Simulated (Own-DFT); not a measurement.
# Point defects and the pressure they add: D0_22 TiAl3

No measurement is shown. These are fixed-geometry runs of a retired plane-wave code named Own-DFT, which no person has reviewed; spin and spin-orbit coupling are neglected.

Method: PBE; PseudoDojo norm-conserving scalar-relativistic files; cutoff 42 hartree; 4 x 4 x 4 k mesh centred on Gamma; cold (Marzari-Vanderbilt) smearing of 0.2 eV.

Caveats: forces on such cells failed a check on a denser k mesh; stress not checked against mesh or cutoff.

All runs share one cell, with vectors in Å (-2.365, -6.981, 4.326); (-7.667, 3.491, 1.442); (-2.950, -3.488, -7.241) and a volume of 625.4 Å³. u is the rms random offset of the atoms per axis. The defect's site can differ from row to row.

```
                     cell   formula   u (Å)  P (GPa)
                no defect  Al30Ti10  0.0184     1.95
                no defect  Al30Ti10  0.0208     1.98
                no defect  Al30Ti10  0.0513     2.63
two Ti on an Al site each  Al28Ti12  0.0245     3.23
two Ti on an Al site each  Al28Ti12  0.0480     3.74
two Ti on an Al site each  Al28Ti12  0.0548     3.69
           one Ti vacancy   Al30Ti9  0.0296     1.79
           one Ti vacancy   Al30Ti9  0.0297        ?
           one Ti vacancy   Al30Ti9  0.0464     2.11
           one Ti vacancy   Al30Ti9  0.0506     2.34
         two Al vacancies  Al28Ti10  0.0267     1.24
         two Al vacancies  Al28Ti10  0.0491     1.71
         two Al vacancies  Al28Ti10  0.0508     1.80
 two Al on a Ti site each   Al32Ti8  0.0288     2.84
 two Al on a Ti site each   Al32Ti8  0.0317     3.00
 two Al on a Ti site each   Al32Ti8  0.0480     3.27
```

## Analysis

P = P0 + c u² + a shift for each defect gives P0 = 1.88 GPa, c = 269 ± 22 GPa/Å² and a scatter of 0.08 GPa. The shifts, and each times the cell's volume:

- two Ti on an Al site each: 1.14 ± 0.06 GPa, 4.5 eV (2.2 eV for each of its 2 sites)
- two Al on a Ti site each: 0.78 ± 0.06 GPa, 3.1 eV (1.5 eV for each of its 2 sites)
- one Ti vacancy: -0.30 ± 0.06 GPa, -1.2 eV
- two Al vacancies: -0.81 ± 0.06 GPa, -3.2 eV (-1.6 eV for each of its 2 sites)

Positive is outwards. The product with the volume (160.2 GPa Å³ to the eV) is nearly free of the cell's size; divided by the bulk modulus at the cell's pressure it gives the volume that the defect adds. The atoms around the defects weren't relaxed, which would change these numbers.

## The run left out

Asked: what pressure belongs in the blank (one Ti vacancy, u = 0.0297 Å)?

From the fit: 1.82 ± 0.09 GPa. The calculation gave 1.83 GPa.
